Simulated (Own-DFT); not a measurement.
# Computed records: GaP (zincblende, strained, atoms displaced)

All values are calculated (Own-DFT development build). A calculation, not a measurement: plane-wave PBE density functional theory by an unreviewed code, no spin, of a simulated periodic cell, stress positive in tension, free energy of the whole cell less one offset for each atom, forces on such cells passed a denser k mesh, this cell's mesh not checked; offsets are fitted by least squares, one for each functional and potential file, so energies compare only between cells with the same atoms and settings and are not formation energies; the far tail of each file's local potential was reset to the Coulomb form; each entry is a single point on an unrelaxed cell, so the pressure reflects the starting lattice, mostly measured values (interpolated for alloys), from which strain is counted, and rises with the displacements; printed positions are rounded, which can move forces by about a meV/angstrom; the program, named Own-DFT, is a retired in-house code; no spin-orbit coupling.

Common to all runs: functional PBE; potential files PseudoDojo norm-conserving, scalar-relativistic, standard set; wave cutoff 42 hartree; occupations Fermi-Dirac; smearing width 0.1 eV; k mesh 3 x 3 x 3 centred on Gamma.

(1) GaP (zincblende, strained, atoms displaced)

```xyz
64
Lattice="11.0719 0.1720 -0.0471 0.1720 10.7847 -0.1114 -0.0471 -0.1114 11.1186" Properties=species:S:1:pos:R:3 GaP
Ga    11.0668     0.1772     0.0238
Ga     0.0384     2.6532     2.7040
Ga     2.8018     0.0266     2.7973
Ga     2.8843     2.6689    -0.0299
P      1.3484     1.4097     1.3964
P      1.3961     4.0220     4.1850
P      4.1900     1.3635     4.1534
P      4.2822     4.0381     1.3377
Ga     0.1623    10.6965     5.3440
Ga    11.0746     2.7143     8.2716
Ga     2.6544    -0.0008     8.4126
Ga     2.7313     2.7038     5.5038
P      1.3193     1.3217     6.9616
P      1.4083     3.9756     9.6451
P      4.1024     1.3236     9.5259
P      4.1984     3.9881     6.8200
Ga    11.0938     5.4540    10.9732
Ga    11.1063     8.2560     2.6896
Ga     2.8296     5.4699     2.7683
Ga     2.8964     8.2025    -0.0620
P      1.4941     6.7983     1.2716
P      1.4417     9.5041     4.1638
P      4.1658     6.7897     4.1405
P      4.2523     9.5577     1.2285
Ga    11.1274     5.5019     5.5244
Ga     0.1333     8.0164     8.2565
Ga     2.7327     5.4075     8.2598
Ga     2.8965     8.0726     5.3959
P      1.5294     6.6798     6.8567
P      1.4693     9.3885     9.6156
P      4.2310     6.6921     9.6833
P      4.2061     9.4606     6.9051
Ga     5.4717     0.0322    11.0935
Ga     5.6431     2.7524     2.7127
Ga     8.3663     0.1423     2.6956
Ga     8.4007     2.7320     0.0377
P      6.9579     1.4141     1.3874
P      6.8601     4.0869     4.1569
P      9.6832     1.4111     4.1400
P      9.7577     4.1785     1.3475
Ga     5.6897    10.8124     5.4221
Ga     5.6281     2.7051     8.3534
Ga     8.2960     0.0469     8.2601
Ga     8.2453     2.7646     5.5566
P      6.8669     1.3719     6.8683
P      6.9446     4.0610     9.6205
P      9.6693     1.4093     9.6748
P      9.6724     4.1502     6.8929
Ga     5.5906     5.3925    11.0122
Ga     5.6445     8.0106     2.7321
Ga     8.3439     5.5467     2.6533
Ga     8.4269     8.1840    -0.1182
P      7.0098     6.8651     1.3109
P      7.0625     9.4664     3.9944
P      9.8099     6.9367     3.9997
P      9.8265     9.6678     1.3019
Ga     5.5367     5.3980     5.5144
Ga     5.6675     8.0408     8.2575
Ga     8.4262     5.3523     8.2748
Ga     8.4615     8.1246     5.4497
P      6.9910     6.7977     6.9125
P      7.0109     9.4714     9.6076
P      9.7437     6.8236     9.5385
P      9.8398     9.5167     6.8122
```

Results for GaP (zincblende, strained, atoms displaced): free energy of cell above offsets -33.190 eV; pressure 1.31 GPa; stress xx -0.9 GPa; stress yy -2.6 GPa; stress zz -0.45 GPa; stress yz -2.3 GPa; stress xz 0.12 GPa; stress xy 2.73 GPa.

Force:
```csv
element,x (eV/Å),y (eV/Å),z (eV/Å)
Ga,-0.08,0.096,-0.391
Ga,-0.557,0.486,1.467
Ga,-0.746,0.241,0.275
Ga,-0.522,0.542,-0.151
P,1.36,-0.834,-0.647
P,-0.087,0.223,-1.052
P,-0.203,0.404,-0.334
P,-0.472,0.796,-0.087
Ga,-1.428,1.394,2.597
Ga,-0.473,0.979,0.42
Ga,-0.366,-0.522,-0.995
Ga,0.381,-0.613,0.433
P,0.517,-0.591,-1.047
P,0.164,-0.372,0.269
P,0.862,0.318,1.589
P,-0.285,0.359,1.109
Ga,0.001,0.076,0.221
Ga,1.127,0.603,-0.495
Ga,-0.288,-0.785,-0.536
Ga,-0.1,-0.361,-0.428
P,-0.337,-0.08,0.442
P,2.144,-2.032,-2.415
P,1.284,-0.8,-0.942
P,0.895,-0.559,0.546
Ga,-0.372,0.293,-0.214
Ga,-0.11,-0.064,-0.273
Ga,1.282,-1.042,0.463
Ga,-0.925,1.292,1.52
P,-0.801,0.831,-0.55
P,0.038,-0.082,0.513
P,-0.479,0.439,-0.534
P,0.527,-0.362,-0.531
Ga,-0.262,-0.113,-0.289
Ga,-0.728,-0.234,0.55
Ga,-1.106,-0.119,1.298
Ga,-0.55,0.761,-0.462
P,-0.046,0.119,-0.639
P,1.269,0.593,-0.646
P,-0.175,1.152,-0.32
P,-0.159,0.41,-0.522
Ga,-0.384,-0.746,0.097
Ga,-0.861,0.016,-1.033
Ga,-0.441,0.004,0.396
Ga,0.345,-0.014,-0.303
P,0.565,-0.045,0.53
P,0.894,-0.126,1.043
P,0.108,-0.407,-0.029
P,0.948,-0.974,-0.826
Ga,-0.065,-0.496,0.498
Ga,-0.602,1.361,0.007
Ga,0.101,-0.6,0.9
Ga,-0.002,0.755,0.12
P,0.114,-0.392,-0.873
P,0.191,0.181,0.217
P,-0.322,-1.5,0.688
P,0.473,-1.427,-1.257
Ga,0.058,0.494,0.512
Ga,-0.931,0.755,0.401
Ga,-1.272,0.994,0.302
Ga,-0.749,0.454,0.316
P,0.699,-0.897,-0.992
P,0.401,-0.036,-0.074
P,0.314,-0.167,0.619
P,0.221,-0.03,-0.468
```

(2) GaP (zincblende, strained, atoms displaced)

```xyz
64
Lattice="10.7462 -0.1045 0.1172 -0.1045 11.1179 -0.0747 0.1172 -0.0747 10.8388" Properties=species:S:1:pos:R:3 GaP
Ga     0.1192     0.1121     0.0379
Ga    10.7190     2.5785     2.8731
Ga     2.6410    -0.0076     2.7361
Ga     2.6424     2.7657     0.0974
P      1.3510     1.2961     1.3698
P      1.3810     4.1442     4.0259
P      4.0102     1.2974     4.0957
P      4.0984     4.1531     1.3677
Ga    -0.0126    11.0688     5.4158
Ga     0.1222     2.7894     8.1436
Ga     2.7316    -0.0627     8.1098
Ga     2.7804     2.7526     5.4421
P      1.4846     1.3493     6.6629
P      1.3800     4.1001     9.5573
P      4.1920     1.2831     9.4893
P      4.0093     4.1399     6.7242
Ga    10.7441     5.3734    10.9172
Ga    10.6456     8.1987     2.8489
Ga     2.7408     5.5789     2.7148
Ga     2.6698     8.3254    10.7756
P      1.3040     6.9145     1.2971
P      1.3568     9.7023     3.9918
P      4.0205     6.8640     4.0512
P      3.9045     9.6777     1.3395
Ga     0.0559     5.4794     5.4253
Ga    10.7348     8.1369     8.2455
Ga     2.7827     5.5010     8.1810
Ga     2.6834     8.2553     5.4531
P      1.3979     6.8947     6.6880
P      1.3667     9.6675     9.3969
P      4.1246     6.8254     9.5166
P      4.0874     9.6748     6.7915
Ga     5.2972    11.0371     0.0271
Ga     5.3655     2.7504     2.8065
Ga     8.0001    10.9548     2.6820
Ga     8.0753     2.7429     0.1421
P      6.7388     1.2855     1.4298
P      6.6950     3.9719     4.0030
P      9.4651     1.1637     4.1542
P      9.3381     4.0653     1.4659
Ga     5.4424    -0.0450     5.5357
Ga     5.4423     2.7267     8.2512
Ga     7.9729    10.9748     8.2352
Ga     8.1017     2.6595     5.4670
P      6.8523     1.3214     6.8594
P      6.7614     3.9819     9.5911
P      9.6386     1.1751     9.6143
P      9.3804     4.0787     6.9314
Ga     5.2981     5.5339     0.0297
Ga     5.3286     8.2797     2.7937
Ga     8.0523     5.5003     2.8084
Ga     8.2007     8.1319    10.8523
P      6.7056     6.8114     1.4313
P      6.6391     9.6133     4.0204
P      9.3955     6.7448     4.1161
P      9.3441     9.6883     1.4506
Ga     5.4332     5.6116     5.4893
Ga     5.3706     8.2762     8.1393
Ga     8.0916     5.4111     8.1897
Ga     7.9824     8.2729     5.4290
P      6.6992     6.8364     6.7901
P      6.8299     9.6224     9.5111
P      9.4094     6.7618     9.5395
P      9.3625     9.6244     6.8306
```

The calculation gives: free energy of cell above offsets -32.904 eV; pressure 3.33 GPa; stress xx -4.34 GPa; stress yy -1.85 GPa; stress zz -3.81 GPa; stress yz -1 GPa; stress xz 1.03 GPa; stress xy -2.79 GPa.

Force:
```csv
element,x (eV/Å),y (eV/Å),z (eV/Å)
Ga,-1.178,-1.827,-0.791
Ga,0.278,0.726,-0.592
Ga,0.819,-0.311,-0.195
Ga,0.609,-0.039,-0.58
P,0.681,1.728,1.033
P,0.023,-0.477,0.086
P,0.698,0.17,0.152
P,-1.01,-0.53,0.586
Ga,-0.04,-0.219,-0.809
Ga,-0.234,-0.665,-0.582
Ga,0.615,0.441,0.039
Ga,-0.372,0.157,-1.068
P,-0.699,0.229,1.461
P,0.809,0.145,-0.297
P,-1.041,-0.394,0.775
P,1.32,0.091,1.1
Ga,0.184,0.148,0.427
Ga,0.592,0.279,-0.728
Ga,-0.714,-0.623,-0.823
Ga,0.354,-0.718,0.098
P,-0.271,0.273,0.282
P,-0.655,-0.779,1.004
P,0.284,0.545,0.92
P,0.482,-0.05,0.364
Ga,-0.426,0.032,-0.301
Ga,0.148,0.403,-0.974
Ga,-0.692,-0.172,-0.353
Ga,0.596,0.942,-0.898
P,-0.528,-0.369,1.527
P,-0.407,0.032,0.218
P,-0.379,0.834,0.054
P,-0.775,-0.408,-0.114
Ga,-0.193,0.152,-0.349
Ga,-0.842,-1.488,-1.361
Ga,-0.761,0.918,0.402
Ga,-0.164,-0.983,-0.78
P,-0.062,0.289,0.407
P,1.17,1.839,2.241
P,-0.423,0.189,0.707
P,0.832,0.091,0.592
Ga,0.31,0.212,-0.678
Ga,-0.269,-0.044,-1.479
Ga,1.457,1.19,-1.104
Ga,0.289,0.197,-0.42
P,-0.654,-0.214,0.518
P,0.702,0.895,0.114
P,-1.175,0.847,-0.291
P,1.035,-0.954,-0.922
Ga,0.832,0.059,-0.11
Ga,-0.466,-0.381,-1.43
Ga,-0.499,-0.835,-0.48
Ga,-0.797,0.871,0.965
P,-0.248,0.896,-0.333
P,0.35,0.813,1.06
P,0.045,0.664,1.324
P,1.04,-1.192,-1.138
Ga,-0.87,-1.83,-1.401
Ga,0.483,-0.084,0.312
Ga,-1.139,0.307,0.36
Ga,0.585,-0.304,-0.149
P,1.106,0.822,1.142
P,-1.269,-1.491,0.987
P,0.577,-0.454,-0.135
P,-0.054,-0.594,0.407
```

(3) GaP (zincblende, strained, atoms displaced)

```xyz
64
Lattice="11.0403 -0.0257 -0.2179 -0.0257 10.9591 -0.1361 -0.2179 -0.1361 10.7829" Properties=species:S:1:pos:R:3 GaP
Ga    -0.2202    10.7936    10.6277
Ga    10.8806     2.6967     2.4352
Ga     2.6938     0.0520     2.6651
Ga     2.5878     2.5756    10.6684
P      1.4284     1.3307     1.3018
P      1.3730     4.0745     3.9827
P      4.1103     1.2360     4.0693
P      4.0546     4.1380     1.2098
Ga    10.8397    10.7881     5.0574
Ga    -0.1341     2.6253     7.9588
Ga     2.5409    10.8032     7.8654
Ga     2.6668     2.6454     5.3386
P      1.3066     1.2758     6.6930
P      1.1483     4.0465     9.3482
P      3.9929     1.2594     9.2842
P      3.9544     3.9771     6.5619
Ga    -0.0118     5.4362     0.0007
Ga    -0.0578     8.1136     2.6206
Ga     2.6615     5.4573     2.5771
Ga     2.4764     8.1692    10.5735
P      1.3150     6.8567     1.3258
P      1.1779     9.5226     3.9611
P      3.9925     6.8380     3.9881
P      4.0466     9.5710     1.1948
Ga    -0.0246     5.3632     5.3905
Ga    -0.1583     8.0550     7.9513
Ga     2.5796     5.3856     7.9806
Ga     2.6036     8.0454     5.2007
P      1.2681     6.7175     6.5796
P      1.1570     9.4667     9.3581
P      3.9400     6.7386     9.2987
P      4.0137     9.5496     6.4672
Ga     5.4625     0.0406     0.0080
Ga     5.5141     2.6999     2.5005
Ga     8.2186    10.8678     2.4569
Ga     8.2372     2.6850    -0.1813
P      6.9404     1.3290     1.1202
P      6.8773     4.0538     3.9017
P      9.5581     1.3375     3.8599
P      9.6074     4.0246     1.0433
Ga     5.3812    -0.0649     5.3200
Ga     5.4245     2.5973     7.9718
Ga     8.1063    -0.0612     7.8450
Ga     8.1888     2.6500     5.1354
P      6.7820     1.2594     6.5830
P      6.7030     4.0704     9.2447
P      9.4499     1.2966     9.1554
P      9.5963     4.0255     6.5644
Ga     5.5429     5.4798    -0.1521
Ga     5.4764     8.1316     2.4597
Ga     8.1823     5.4575     2.4754
Ga     8.0355     8.0506    10.5040
P      6.7912     6.7113     1.1389
P      6.7860     9.5599     3.8477
P      9.4987     6.7893     3.8535
P      9.6145     9.5575     1.0722
Ga     5.3306     5.3876     5.2810
Ga     5.2824     7.9889     7.8480
Ga     8.1038     5.4478     7.8214
Ga     8.1701     8.2149     5.1160
P      6.7466     6.7731     6.5160
P      6.6956     9.5286     9.1744
P      9.4033     6.7121     9.1146
P      9.4931     9.5202     6.4452
```

The calculation gives: free energy of cell above offsets -32.960 eV; pressure 2.75 GPa; stress xx -2.08 GPa; stress yy -2.52 GPa; stress zz -3.64 GPa; stress yz -2 GPa; stress xz -3.06 GPa; stress xy -0.11 GPa.

Force:
```csv
element,x (eV/Å),y (eV/Å),z (eV/Å)
Ga,-0.88,0.592,0.295
Ga,1.136,-0.241,0.169
Ga,0.046,-1.248,0.765
Ga,-0.53,0.142,-0.393
P,-0.993,0.965,-0.262
P,-0.816,-0.499,-0.346
P,-0.512,1.65,-1.556
P,0.758,-0.144,0.197
Ga,0.292,0.842,0.043
Ga,0.182,-0.268,0.917
Ga,0.492,-0.129,0.344
Ga,-0.413,-0.703,-0.781
P,-0.764,-0.145,-0.348
P,0.534,-0.512,0.171
P,-0.274,-0.228,0.424
P,0.951,0.638,1.49
Ga,-0.259,0.428,-0.602
Ga,-1.114,0.445,0.439
Ga,0.418,-0.021,0.395
Ga,0.65,-1.326,0.97
P,0.453,-0.027,-1.206
P,1.124,0.152,-0.523
P,1.252,-0.844,-1.684
P,0.368,0.21,0.184
Ga,-1.25,-0.473,-0.939
Ga,-0.213,0.166,0.147
Ga,0.114,-0.555,0.014
Ga,-0.588,1.683,0.71
P,0.304,1.022,1.05
P,-0.389,0.349,-1.698
P,-0.259,0.111,0.174
P,-0.692,-1.211,0.826
Ga,-0.135,-0.874,-1.162
Ga,-0.263,-0.113,0.425
Ga,-0.318,0.066,-0.392
Ga,0.036,0.264,-1.198
P,-0.186,0.093,1.446
P,-0.96,0.488,-0.412
P,0.63,-0.462,-0.132
P,-0.166,0.937,0.83
Ga,0.827,-0.694,0.257
Ga,-0.449,0.38,-0.389
Ga,0.06,-0.785,0.939
Ga,0.025,0.193,1.181
P,0.001,0.949,-0.54
P,0.439,-0.432,-0.028
P,0.678,-0.268,0.521
P,-0.948,0.239,-0.943
Ga,-1.435,-1.02,-0.817
Ga,-0.534,0.173,0.578
Ga,0.427,-0.759,0.157
Ga,-0.434,0.244,-0.016
P,1.317,1.825,0.433
P,-0.159,0.004,-0.656
P,1.034,-0.279,-0.367
P,0.292,-0.255,-0.091
Ga,0.383,-0.267,-0.432
Ga,0.332,1.376,0.294
Ga,-0.317,-1.169,-0.235
Ga,-0.507,-0.636,0.242
P,0.111,0.217,-0.501
P,-0.514,-0.443,0.007
P,1.271,0.427,1.077
P,0.332,-0.237,0.54
```

(4) GaP (zincblende, strained, atoms displaced)

```xyz
64
Lattice="10.7921 -0.1669 0.1991 -0.1669 10.8228 -0.0044 0.1991 -0.0044 10.9835" Properties=species:S:1:pos:R:3 GaP
Ga    10.7581    -0.1600     0.2307
Ga     0.0666     2.7540     2.6657
Ga     2.5816    10.7290     2.7733
Ga     2.6515     2.6473     0.0653
P      1.4026     1.3117     1.5333
P      1.3917     4.1364     4.1408
P      4.1156     1.3294     4.1568
P      4.0402     4.0391     1.3769
Ga    10.7217    10.6223     5.6676
Ga     0.1130     2.7027     8.2118
Ga     2.7029    10.7524     8.2521
Ga     2.7611     2.6252     5.5292
P      1.3801     1.3465     6.8475
P      1.4506     3.9557     9.5672
P      4.1768     1.3127     9.6556
P      4.2518     3.9032     6.9535
Ga     0.1268     5.3745    10.9734
Ga    10.7129     7.9377     2.9339
Ga     2.7790     5.4577     2.8781
Ga     2.8194     8.0834    11.0087
P      1.1702     6.7217     1.3786
P      1.3207     9.4425     4.1822
P      4.0697     6.6986     4.2217
P      3.9580     9.4545     1.4212
Ga     0.0366     5.3402     5.5363
Ga    10.8139     7.9985     8.4293
Ga     2.6614     5.3933     8.2564
Ga     2.6791     8.0851     5.5514
P      1.3628     6.7217     6.8695
P      1.3974     9.4765     9.7559
P      4.1041     6.6555     9.7386
P      4.0332     9.4225     6.9370
Ga     5.6289    -0.0867    11.0343
Ga     5.4035     2.6238     2.8299
Ga     8.0284    10.6809     2.9503
Ga     8.0364     2.4806     0.1636
P      6.8734     1.1901     1.4248
P      6.7866     4.0446     4.2246
P      9.5460     1.1724     4.2777
P      9.3709     3.8965     1.5901
Ga     5.5053    -0.0465     5.6252
Ga     5.5343     2.5900     8.3280
Ga     8.3547    -0.0598     8.2976
Ga     8.1278     2.6192     5.5727
P      6.8569     1.2099     6.9142
P      6.8479     3.9681     9.7420
P      9.6696     1.1889     9.7833
P      9.4502     3.8796     6.9984
Ga     5.2532     5.3693     0.2118
Ga     5.3287     7.9683     2.7814
Ga     7.9820     5.2262     2.8244
Ga     8.1930     8.0208    11.0947
P      6.6142     6.6810     1.4615
P      6.6854     9.3424     4.2850
P      9.4063     6.6638     4.3916
P      9.3373     9.3491     1.6370
Ga     5.3715     5.3319     5.6854
Ga     5.4473     8.0808     8.3124
Ga     8.0949     5.2763     8.4119
Ga     8.0165     8.0007     5.6523
P      6.8375     6.6091     7.0810
P      6.8194     9.3246     9.7846
P      9.4981     6.7511     9.7665
P      9.4270     9.3762     7.1109
```

It finds free energy of cell above offsets -32.302 eV; pressure 4.35 GPa; stress xx -4.84 GPa; stress yy -4.71 GPa; stress zz -3.52 GPa; stress yz 0.47 GPa; stress xz 3.68 GPa; stress xy -2.59 GPa.

Force:
```csv
element,x (eV/Å),y (eV/Å),z (eV/Å)
Ga,0.473,0.441,0.309
Ga,-0.358,0.349,1.067
Ga,0.604,0.429,0.451
Ga,-0.09,0.185,-0.161
P,-0.261,-0.135,-1.406
P,0.167,-1.235,0.051
P,-0.205,-1.097,0.407
P,-1.289,-1.44,1.891
Ga,-0.086,0.349,-0.139
Ga,-0.513,0.258,-0.561
Ga,-0.799,0.612,0.274
Ga,0.079,0.878,-0.158
P,0.794,-0.703,0.376
P,0.017,0.365,1.026
P,0.268,-0.649,0.389
P,-2.154,0.136,0.362
Ga,-0.579,0.133,-0.682
Ga,-0.063,0.187,0.485
Ga,-0.98,-0.399,-1.431
Ga,-0.51,-0.079,0.505
P,1.607,0.098,0.41
P,-0.316,-0.585,-0.201
P,0.227,0.445,0.867
P,-0.067,-0.871,0.404
Ga,-0.458,0.902,-0.557
Ga,0.743,0.499,-0.033
Ga,1.383,-0.261,0.02
Ga,0.195,0.074,-0.283
P,-0.293,0.306,0.388
P,0.03,-0.321,-1.057
P,0.081,0.145,-0.895
P,0.075,-0.578,0.096
Ga,0.02,0.531,-0.265
Ga,0.871,0.514,-0.748
Ga,-0.434,0.311,-0.194
Ga,1.118,1.855,-1.394
P,-1.88,-0.911,1.974
P,-1.298,-1.237,0.843
P,0.047,0.723,0.233
P,0.274,-0.415,-0.86
Ga,-0.352,-0.19,-1.181
Ga,0.654,0.079,0.136
Ga,-1.322,0.29,1.164
Ga,0.198,-0.269,-0.481
P,0.522,0.539,1.056
P,-0.326,-0.738,1.04
P,-0.498,0.012,0.277
P,0.091,-0.106,1.069
Ga,1.07,0.548,-2.144
Ga,-0.088,1.396,0.543
Ga,0.973,1.84,0.004
Ga,-0.041,0.396,0.943
P,1.298,-0.363,0.069
P,-0.672,-0.085,-0.309
P,0.006,-0.967,-0.738
P,-0.191,-0.766,-0.589
Ga,1.08,0.605,-0.781
Ga,-0.087,-0.488,0.491
Ga,1.362,0.191,0.109
Ga,0.502,0.281,0.409
P,-1.19,0.615,-0.748
P,-0.03,0.813,-1.107
P,0.204,-2.119,0.165
P,0.398,-1.323,-1.199
```
